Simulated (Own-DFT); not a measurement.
Simulation results for W31C32 (WC crystal with one vacancy, atoms displaced)

All values are calculated (Own-DFT development build). A calculation, not a measurement: plane-wave density functional theory by an unreviewed code, no spin, of a simulated periodic cell, stress positive in tension, run twice, with PBE and with PBEsol, both on files made for PBE, so the change isn't that of files made for PBEsol, forces on such cells moved up to 12 meV/angstrom on a denser k mesh; the far tail of each file's local potential was reset to the Coulomb form; each entry is a single point on an unrelaxed cell, so the pressure reflects the starting lattice, taken from the Materials Project, from which strain is counted, and rises with the displacements; printed positions are rounded, which can move forces by about a meV/angstrom; the program, named Own-DFT, is a retired in-house code; no spin-orbit coupling; stress was not checked against mesh or cutoff.

Settings shared by all entries: functional PBE, then PBEsol; potential files PseudoDojo norm-conserving, scalar-relativistic, standard set; wave cutoff 50 hartree; occupations cold (Marzari-Vanderbilt); smearing width 0.2 eV; k mesh 4 x 4 x 4 centred on Gamma.

```yaml
- entry: 1
  formula: W31C32
  kind: "WC crystal with one vacancy, atoms displaced"
  structure:
    cell_angstrom:
      - [5.8332, -5.0517, -2.8394]
      - [0.0, -5.0517, 8.5183]
      - [-5.8332, -5.0517, -2.8394]
    atoms_fractional:
      - [W, 0.68562, 0.87999, 0.93889]
      - [C, 0.68784, 0.96328, 0.68744]
      - [W, 0.37943, 0.74778, 0.87559]
      - [C, 0.37754, 0.8319, 0.62245]
      - [W, 0.19192, 0.37759, 0.93364]
      - [C, 0.19051, 0.45751, 0.69166]
      - [W, 0.06347, 0.62525, 0.81295]
      - [C, 0.06857, 0.71153, 0.57035]
      - [W, 0.93284, 0.87173, 0.68562]
      - [C, 0.93168, 0.95666, 0.43702]
      - [W, 0.87714, 0.24442, 0.87203]
      - [C, 0.86521, 0.33488, 0.63252]
      - [W, 0.7477, 0.50257, 0.74981]
      - [C, 0.75305, 0.58796, 0.49598]
      - [W, 0.62454, 0.74952, 0.62771]
      - [C, 0.62436, 0.83725, 0.3816]
      - [W, 0.5635, 0.12866, 0.81094]
      - [C, 0.5628, 0.21175, 0.55711]
      - [W, 0.44321, 0.37337, 0.68815]
      - [C, 0.43775, 0.45416, 0.43265]
      - [W, 0.30657, 0.62962, 0.56489]
      - [C, 0.30982, 0.70812, 0.315]
      - [W, 0.18113, 0.87363, 0.43247]
      - [C, 0.1852, 0.95776, 0.18328]
      - [W, 0.24145, 0.99829, 0.75251]
      - [C, 0.24949, 0.08131, 0.50103]
      - [W, 0.12696, 0.25322, 0.62554]
      - [C, 0.12259, 0.33307, 0.37629]
      - [W, 0.99996, 0.49878, 0.49851]
      - [C, 0.99949, 0.5776, 0.24461]
      - [W, 0.8771, 0.74996, 0.37395]
      - [C, 0.87435, 0.83476, 0.12768]
      - [W, 0.80968, 0.12965, 0.56224]
      - [C, 0.80684, 0.20689, 0.31379]
      - [W, 0.69523, 0.3762, 0.43907]
      - [C, 0.68155, 0.45751, 0.18596]
      - [W, 0.56888, 0.62147, 0.32193]
      - [C, 0.56093, 0.7116, 0.0635]
      - [W, 0.43679, 0.87163, 0.18602]
      - [C, 0.43529, 0.95998, 0.94182]
      - [W, 0.50342, 0.99949, 0.49123]
      - [C, 0.50825, 0.08383, 0.25114]
      - [W, 0.3701, 0.25355, 0.37395]
      - [C, 0.37497, 0.33314, 0.12507]
      - [W, 0.2448, 0.50228, 0.25065]
      - [C, 0.24467, 0.58209, 0.99227]
      - [W, 0.12767, 0.74826, 0.12381]
      - [C, 0.11725, 0.83647, 0.87088]
      - [C, 0.06217, 0.20798, 0.0608]
      - [W, 0.93341, 0.37878, 0.1858]
      - [C, 0.93324, 0.45788, 0.93645]
      - [W, 0.80878, 0.62482, 0.05976]
      - [C, 0.81065, 0.7073, 0.80803]
      - [W, 0.75024, 0.99776, 0.24426]
      - [C, 0.74673, 0.08004, 0.00495]
      - [W, 0.62521, 0.24854, 0.1195]
      - [C, 0.62552, 0.33061, 0.8745]
      - [W, 0.5045, 0.50418, 0.99692]
      - [C, 0.50399, 0.5869, 0.75095]
      - [W, 0.31636, 0.12858, 0.06558]
      - [C, 0.31045, 0.20833, 0.81002]
      - [W, 0.99888, 0.0031, 0.9925]
      - [C, 0.00674, 0.08092, 0.74913]
  results:
    "PBE_pressure [GPa]": 2.32
    "PBE_stress_xx [GPa]": -2.61
    "PBE_stress_yy [GPa]": -2.87
    "PBE_stress_zz [GPa]": -1.48
    "PBE_stress_yz [GPa]": -0.16
    "PBE_stress_xz [GPa]": 0.05
    "PBE_stress_xy [GPa]": -0.54
    "PBEsol_pressure [GPa]": -5.5
    "PBEsol_stress_xx [GPa]": 5.06
    "PBEsol_stress_yy [GPa]": 4.8
    "PBEsol_stress_zz [GPa]": 6.64
    "PBEsol_stress_yz [GPa]": -0.16
    "PBEsol_stress_xz [GPa]": 0.05
    "PBEsol_stress_xy [GPa]": -0.52
    force_element: [W, C, W, C, W, C, W, C, W, C, W, C, W, C, W, C, W, C, W, C, W, C, W, C, W, C, W, C, W, C, W, C, W, C, W, C, W, C, W, C, W, C, W, C, W, C, W, C, C, W, C, W, C, W, C, W, C, W, C, W, C, W, C]
    "PBE_force_x [eV/angstrom]": [0.458, -0.028, -0.715, -0.658, -1.726, 0.362, -0.388, 0.047, 0.499, -0.71, -0.839, 1.536, 0.246, -0.403, 0.541, 1.039, -0.535, -0.197, -0.408, -0.442, 1.551, 0.417, 0.194, 1.099, 2.996, 0.116, 0.88, 0.145, 0.054, -0.488, -0.324, 0.703, 1.666, -0.396, -0.55, 0.566, 0.08, 0.196, -0.825, 0.474, -2.641, -0.345, -0.555, 0.285, 0.916, -0.086, -0.386, 0.191, 1.085, 0.606, 0.338, 0.105, -0.46, -0.95, 1.201, -1.001, 0.178, -1.289, -0.17, -1.202, -0.012, -1.278, -0.768]
    "PBE_force_y [eV/angstrom]": [1.119, 0.418, 0.472, -0.023, 0.72, 0.371, 0.579, 1.739, -0.664, 0.251, -1.594, -0.382, -0.246, -0.289, 0.089, 1.03, 1.232, 0.0, 0.757, -0.949, -0.135, 0.08, -1.823, 0.273, -1.08, -0.986, 1.505, -1.055, -0.596, -0.808, -0.068, 0.702, 0.986, 0.257, 1.871, -0.615, 1.958, -0.134, -0.642, 0.301, -0.964, 1.049, 0.596, -0.228, -0.083, -1.527, 0.387, -0.436, 0.113, 0.709, -0.126, -0.734, -0.76, -2.796, 0.128, -1.454, -0.451, 0.691, 0.848, 2.083, -0.521, -2.103, 0.957]
    "PBE_force_z [eV/angstrom]": [-1.125, -0.127, 1.936, 0.636, -1.122, 0.582, 0.403, 0.439, 1.305, -0.685, 1.34, -0.503, -0.933, -0.826, 1.152, -0.934, -0.743, -0.564, 1.519, 0.32, -1.922, -0.158, 2.148, -0.76, -0.149, -0.631, -0.602, 0.979, -0.042, 0.65, 0.433, -0.02, -1.556, 0.919, 0.463, -0.176, 2.703, -0.798, 0.918, 0.253, 0.511, 0.813, -1.225, 0.369, -1.129, -0.356, 1.408, -1.403, 0.965, -3.307, -0.221, 0.128, -0.139, -0.155, 0.754, -0.065, 0.766, -0.99, -0.246, -0.369, -0.346, -1.86, 1.374]
    "PBEsol_force_x [eV/angstrom]": [0.447, -0.022, -0.701, -0.651, -1.697, 0.353, -0.374, 0.05, 0.501, -0.754, -0.84, 1.508, 0.229, -0.394, 0.538, 1.024, -0.527, -0.191, -0.412, -0.434, 1.528, 0.404, 0.187, 1.142, 2.945, 0.111, 0.831, 0.145, 0.055, -0.48, -0.323, 0.691, 1.588, -0.452, -0.55, 0.566, 0.09, 0.203, -0.811, 0.464, -2.594, -0.329, -0.509, 0.293, 0.898, -0.088, -0.392, 0.193, 1.133, 0.593, 0.332, 0.103, -0.455, -0.95, 1.187, -0.978, 0.178, -1.252, -0.172, -1.135, -0.013, -1.258, -0.773]
    "PBEsol_force_y [eV/angstrom]": [1.103, 0.414, 0.469, -0.012, 0.709, 0.363, 0.567, 1.715, -0.674, 0.286, -1.564, -0.374, -0.243, -0.28, 0.092, 1.015, 1.195, -0.009, 0.746, -0.938, -0.138, 0.083, -1.794, 0.302, -1.062, -1.031, 1.457, -1.114, -0.577, -0.8, -0.065, 0.705, 0.958, 0.287, 1.838, -0.613, 1.93, -0.128, -0.645, 0.293, -0.956, 1.032, 0.557, -0.226, -0.074, -1.505, 0.386, -0.429, 0.145, 0.692, -0.127, -0.712, -0.748, -2.716, 0.141, -1.43, -0.441, 0.685, 0.826, 2.046, -0.518, -2.027, 0.929]
    "PBEsol_force_z [eV/angstrom]": [-1.114, -0.125, 1.906, 0.623, -1.104, 0.573, 0.398, 0.44, 1.286, -0.73, 1.329, -0.497, -0.92, -0.814, 1.136, -0.926, -0.728, -0.559, 1.489, 0.314, -1.893, -0.147, 2.02, -0.803, -0.134, -0.676, -0.603, 1.025, -0.041, 0.633, 0.435, -0.018, -1.529, 0.959, 0.458, -0.173, 2.669, -0.786, 0.918, 0.243, 0.501, 0.803, -1.212, 0.36, -1.119, -0.347, 1.385, -1.383, 1.004, -3.18, -0.216, 0.119, -0.14, -0.141, 0.742, -0.068, 0.757, -0.978, -0.245, -0.358, -0.339, -1.833, 1.354]
    "rms_change_of_force_components_from_PBE_to_PBEsol [eV/angstrom]": 0.026
- entry: 2
  formula: W31C32
  kind: "WC crystal with one vacancy, atoms displaced"
  structure:
    cell_angstrom:
      - [5.8332, -5.0517, -2.8394]
      - [0.0, -5.0517, 8.5183]
      - [-5.8332, -5.0517, -2.8394]
    atoms_fractional:
      - [W, 0.68938, 0.87318, 0.93973]
      - [C, 0.68736, 0.96158, 0.6918]
      - [W, 0.37655, 0.75059, 0.87264]
      - [C, 0.38197, 0.83194, 0.61971]
      - [W, 0.19041, 0.37839, 0.94408]
      - [C, 0.1832, 0.45756, 0.69196]
      - [W, 0.05857, 0.62499, 0.81185]
      - [C, 0.06097, 0.71189, 0.56107]
      - [W, 0.93639, 0.87908, 0.68387]
      - [C, 0.93723, 0.95452, 0.44048]
      - [W, 0.87734, 0.25066, 0.87925]
      - [C, 0.86996, 0.33072, 0.62203]
      - [W, 0.7472, 0.49761, 0.74981]
      - [C, 0.74761, 0.57873, 0.49751]
      - [W, 0.62826, 0.74905, 0.62353]
      - [C, 0.625, 0.83815, 0.37158]
      - [W, 0.55824, 0.12654, 0.81146]
      - [C, 0.56783, 0.21452, 0.56644]
      - [W, 0.43763, 0.36913, 0.6858]
      - [C, 0.43895, 0.45501, 0.44272]
      - [W, 0.31194, 0.6253, 0.56441]
      - [C, 0.313, 0.70892, 0.30686]
      - [W, 0.1902, 0.87551, 0.43629]
      - [C, 0.18512, 0.95773, 0.18741]
      - [W, 0.24921, 0.00074, 0.74876]
      - [C, 0.25194, 0.08447, 0.49707]
      - [W, 0.12792, 0.25174, 0.62701]
      - [C, 0.12464, 0.33244, 0.37448]
      - [W, 0.99985, 0.49417, 0.50491]
      - [C, 0.99645, 0.5812, 0.2498]
      - [W, 0.87026, 0.75191, 0.36825]
      - [C, 0.87405, 0.83235, 0.13035]
      - [W, 0.80868, 0.12428, 0.56386]
      - [C, 0.81523, 0.2087, 0.31165]
      - [W, 0.69223, 0.37476, 0.4406]
      - [C, 0.6868, 0.46115, 0.1875]
      - [W, 0.56472, 0.62721, 0.3152]
      - [C, 0.56583, 0.70419, 0.06311]
      - [W, 0.44059, 0.87407, 0.1844]
      - [C, 0.43921, 0.96307, 0.93834]
      - [W, 0.49564, 0.00159, 0.49529]
      - [C, 0.50316, 0.08039, 0.24568]
      - [W, 0.3688, 0.25211, 0.37442]
      - [C, 0.37304, 0.32877, 0.1268]
      - [W, 0.24781, 0.50103, 0.24584]
      - [C, 0.25514, 0.58626, 0.00504]
      - [W, 0.12525, 0.74869, 0.12731]
      - [C, 0.12744, 0.8343, 0.87891]
      - [W, 0.06577, 0.1208, 0.3118]
      - [C, 0.05555, 0.20912, 0.06167]
      - [W, 0.94353, 0.37678, 0.18578]
      - [C, 0.93552, 0.45811, 0.93399]
      - [W, 0.81029, 0.62269, 0.05418]
      - [C, 0.81547, 0.70428, 0.80634]
      - [W, 0.74865, 0.00427, 0.25511]
      - [C, 0.75096, 0.08529, 0.00438]
      - [W, 0.6234, 0.24932, 0.1264]
      - [C, 0.63181, 0.33185, 0.87366]
      - [C, 0.49893, 0.5775, 0.75366]
      - [W, 0.30137, 0.12275, 0.0617]
      - [C, 0.3132, 0.2064, 0.81296]
      - [W, 0.00528, 0.00341, 0.00144]
      - [C, 0.99527, 0.08545, 0.75147]
  results:
    "PBE_pressure [GPa]": 1.72
    "PBE_stress_xx [GPa]": -2.09
    "PBE_stress_yy [GPa]": -2.13
    "PBE_stress_zz [GPa]": -0.94
    "PBE_stress_yz [GPa]": -0.05
    "PBE_stress_xz [GPa]": -0.03
    "PBE_stress_xy [GPa]": -0.21
    "PBEsol_pressure [GPa]": -6.1
    "PBEsol_stress_xx [GPa]": 5.58
    "PBEsol_stress_yy [GPa]": 5.54
    "PBEsol_stress_zz [GPa]": 7.17
    "PBEsol_stress_yz [GPa]": -0.06
    "PBEsol_stress_xz [GPa]": -0.03
    "PBEsol_stress_xy [GPa]": -0.21
    force_element: [W, C, W, C, W, C, W, C, W, C, W, C, W, C, W, C, W, C, W, C, W, C, W, C, W, C, W, C, W, C, W, C, W, C, W, C, W, C, W, C, W, C, W, C, W, C, W, C, W, C, W, C, W, C, W, C, W, C, C, W, C, W, C]
    "PBE_force_x [eV/angstrom]": [-0.064, 0.092, -0.308, -0.943, 1.048, 0.526, 0.82, 0.1, -0.465, 0.408, -0.031, 0.057, -0.707, 0.002, -0.797, -0.499, 0.547, -0.098, -0.941, 0.086, 0.413, -0.56, -0.632, 0.379, 0.083, -0.52, -0.627, -0.105, 0.781, 0.368, -0.487, 0.998, 0.755, -0.226, 0.5, 0.123, 1.152, -0.032, -0.055, -0.032, 0.219, -0.94, 1.55, -0.979, 0.516, -0.727, 0.431, 0.342, -1.285, 0.473, -1.914, 0.175, -2.177, -0.541, 1.401, 0.116, 0.183, 0.197, 1.19, 1.611, -0.364, -1.263, 0.674]
    "PBE_force_y [eV/angstrom]": [0.074, 0.728, -0.281, 0.044, -0.111, -0.26, -1.183, 0.243, -0.372, -0.091, 1.553, -1.236, 0.484, -0.994, 0.359, 0.14, -1.433, 1.617, -2.357, 0.293, 0.103, -0.581, 0.344, -0.17, 0.223, 0.038, 1.231, -0.059, -0.053, -0.508, -1.067, 0.398, -0.503, -0.119, 1.614, -1.02, 1.868, -1.024, 0.349, 0.716, -1.367, 0.002, -0.341, 0.511, -0.779, 1.376, 0.575, 0.532, -0.13, -0.898, 1.092, -0.478, -0.658, -0.361, 0.772, 0.516, -0.307, 0.923, 0.463, -2.394, 0.179, 2.103, -0.33]
    "PBE_force_z [eV/angstrom]": [0.816, -0.063, -2.088, 0.262, 0.107, -0.281, -0.274, -0.314, -1.631, 0.813, 0.839, -0.578, 0.126, 0.282, 0.101, -0.747, -0.976, -0.737, 1.536, 1.115, -0.547, -0.702, -0.356, -0.351, -0.442, -0.202, -0.223, 0.008, 2.352, 0.138, -2.133, 0.722, 0.113, 0.128, 1.302, -1.275, -0.41, 1.399, 0.26, -0.85, -0.821, 0.898, -0.777, -0.5, -0.944, 0.966, 0.578, 0.173, 1.528, -0.736, 0.264, -0.134, -0.516, 0.623, -0.574, -0.013, 2.552, -0.815, 1.379, -0.277, 0.641, -0.479, -0.253]
    "PBEsol_force_x [eV/angstrom]": [-0.069, 0.093, -0.309, -0.931, 1.021, 0.518, 0.816, 0.097, -0.455, 0.402, -0.035, 0.055, -0.645, -0.002, -0.785, -0.489, 0.543, -0.097, -0.926, 0.073, 0.403, -0.561, -0.629, 0.377, 0.077, -0.51, -0.611, -0.1, 0.764, 0.372, -0.488, 0.979, 0.746, -0.226, 0.483, 0.126, 1.108, -0.031, -0.062, -0.032, 0.22, -0.928, 1.523, -1.031, 0.472, -0.774, 0.429, 0.342, -1.256, 0.466, -1.884, 0.179, -2.118, -0.528, 1.379, 0.111, 0.188, 0.252, 1.233, 1.592, -0.355, -1.241, 0.667]
    "PBEsol_force_y [eV/angstrom]": [0.089, 0.717, -0.278, 0.048, -0.061, -0.242, -1.159, 0.231, -0.362, -0.087, 1.528, -1.216, 0.452, -0.978, 0.358, 0.136, -1.41, 1.589, -2.287, 0.282, 0.096, -0.577, 0.335, -0.167, 0.212, 0.038, 1.215, -0.059, -0.043, -0.497, -1.058, 0.391, -0.494, -0.113, 1.586, -1.072, 1.815, -1.073, 0.344, 0.707, -1.347, 0.001, -0.337, 0.538, -0.77, 1.388, 0.553, 0.521, -0.122, -0.887, 1.084, -0.48, -0.685, -0.358, 0.768, 0.505, -0.303, 0.944, 0.486, -2.356, 0.194, 2.053, -0.329]
    "PBEsol_force_z [eV/angstrom]": [0.811, -0.061, -1.984, 0.258, 0.105, -0.279, -0.273, -0.308, -1.607, 0.798, 0.83, -0.566, 0.121, 0.273, 0.099, -0.736, -0.953, -0.734, 1.513, 1.098, -0.538, -0.689, -0.342, -0.339, -0.427, -0.203, -0.214, 0.006, 2.319, 0.131, -2.097, 0.713, 0.116, 0.126, 1.284, -1.304, -0.404, 1.432, 0.256, -0.845, -0.815, 0.884, -0.767, -0.545, -0.932, 1.006, 0.568, 0.169, 1.517, -0.736, 0.26, -0.129, -0.516, 0.61, -0.577, -0.007, 2.429, -0.855, 1.413, -0.273, 0.632, -0.467, -0.252]
    "rms_change_of_force_components_from_PBE_to_PBEsol [eV/angstrom]": 0.023
```
